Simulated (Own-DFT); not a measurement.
# Strain and stress in grey tin, 32 atoms (Sn32)

These are calculations, not measurements. The program, named Own-DFT, is a retired in-house plane-wave density functional code that no person has reviewed. Each row is one single-point run on a periodic cell that was not relaxed, without spin or spin-orbit coupling.

Settings of every run: PBE; PseudoDojo norm-conserving scalar-relativistic files; cutoff 42 hartree; 3 x 3 x 5 k mesh centred on Gamma; cold (Marzari-Vanderbilt) smearing of 0.2 eV.

Known limits: forces on such cells failed a check on a denser k mesh; stress not checked against mesh or cutoff.

Unstrained cell vectors in Å: (12.978, 0.000, 0.000); (0.000, 12.978, 0.000); (0.000, 0.000, 6.489). The unstrained cell has measured lattice constants (interpolated for alloys), not those of this functional. That, the random moves and any unrelaxed bonds set the pressure at no strain. Each run strains this cell uniformly, with the atoms carried along. Every atom was also moved at random, by a Gaussian of width 0.05 Å on each axis. Strain is the symmetric tensor, in per cent. Stress is positive in tension, and the pressure is minus a third of its trace.

```
run  e_xx (%)  e_yy (%)  e_zz (%)  s_xx (GPa)  s_yy (GPa)  s_zz (GPa)  P (GPa)  E (meV/atom)
  1     -1.50     -1.50      0.00       -5.43       -5.50       -4.99     5.31          60.4
  2     -1.00     -1.00      0.00       -4.91       -4.76       -4.53     4.73          50.5
  3     -2.50     -2.50      0.00       -6.93       -6.95       -6.19     6.69          96.5
  4      1.75      1.75      0.00       -1.67       -1.68       -2.23     1.86           5.0
  5      2.25      2.25      0.00       -1.25       -1.32       -1.94     1.50           9.7
  6      0.75      0.75      0.00       -2.72       -2.79       -2.97     2.83          19.8
  7      2.50      2.50      0.00       -1.13       -1.00       -1.74     1.29           5.2
  8      3.00      3.00      0.00       -0.56       -0.61       -1.39     0.85           0.0
  9      1.25      1.25      0.00           ?           ?           ?        ?             ?
```

E is the free energy for each atom above the lowest run shown.

## Worked fit

The change of volume is close to e_xx + e_yy + e_zz. A straight line through the runs shown gives P = 3.84 - 52 x (fractional change of volume) GPa, with an error of 2 on the slope and a scatter of 0.19 GPa. The strain isn't the same on all axes, but the crystal is cubic, so the slope still estimates the bulk modulus, averaged over pressures from 0.9 to 6.7 GPa.

## Withheld run

Question: what pressure should run 9 give? Its volume changes by 2.52 %.

The line gives 2.5 GPa. The calculation gave 2.47 GPa.
